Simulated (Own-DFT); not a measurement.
# Strain and stress in wurtzite AlGaN with randomly placed atoms, 72 atoms (Al9Ga27N36)

Calculated results; nothing here was measured. They come from Own-DFT, an in-house plane-wave density functional program, since retired, whose code no person has reviewed. Each row is one single-point run on a periodic cell that was not relaxed, without spin or spin-orbit coupling.

Settings of every run: PBE; PseudoDojo norm-conserving scalar-relativistic files (stringent for Ga); cutoff 96 hartree; 4 x 4 x 3 k mesh centred on Gamma; Gaussian smearing of 0.01 eV.

Known limits: forces on such cells passed a denser k mesh, each cell not checked; stress not checked against mesh or cutoff.

Unstrained cell vectors in Å: (9.509, 0.000, 0.000); (-4.755, 8.235, 0.000); (0.000, 0.000, 10.269). The unstrained cell has measured lattice constants (interpolated for alloys), not those of this functional. That, the random moves and any unrelaxed bonds set the pressure at no strain. Each run strains this cell uniformly, with the atoms carried along. Every atom was also moved at random, by a Gaussian of width 0.05 Å on each axis. The random placing of the alloy's atoms differs from row to row. Strain is the symmetric tensor, in per cent. Stress is positive in tension, and the pressure is minus a third of its trace.

```
run,e_xx (%),e_yy (%),e_zz (%),s_xx (GPa),s_yy (GPa),s_zz (GPa),P (GPa),E (meV/atom)
1,0.00,0.00,1.75,-4.98,-6.57,0.02,3.84,6.2
2,0.00,0.00,2.75,-5.85,-5.58,4.28,2.38,29.2
3,0.00,0.00,-1.75,-8.61,-7.27,-16.13,10.67,17.7
4,0.00,0.00,2.00,-4.92,-5.83,0.50,3.42,13.4
5,0.00,0.00,1.25,-6.57,-6.53,-1.72,4.94,12.5
6,0.00,0.00,2.25,-5.51,-4.90,2.57,2.62,0.0
7,0.00,0.00,-1.50,-5.66,-10.26,-14.45,10.12,19.8
8,0.00,0.00,-0.50,-5.38,-8.61,-9.93,7.97,16.0
9,0.00,0.00,0.50,?,?,?,?,?
```

E is the free energy for each atom above the lowest run shown.

## Worked fit

The change of volume is close to e_xx + e_yy + e_zz. A straight line through the runs shown gives P = 7.23 - 190 x (fractional change of volume) GPa, with an error of 5 on the slope and a scatter of 0.23 GPa. The strain isn't the same on all axes and the cell isn't cubic, so the slope belongs to this path and is not the bulk modulus.

## Withheld run

Question: what pressure should run 9 give? Its volume changes by 0.50 %.

The line gives 6.3 GPa. The calculation gave 5.35 GPa. This run lies off the fit, by chance or by something that the fit leaves out.
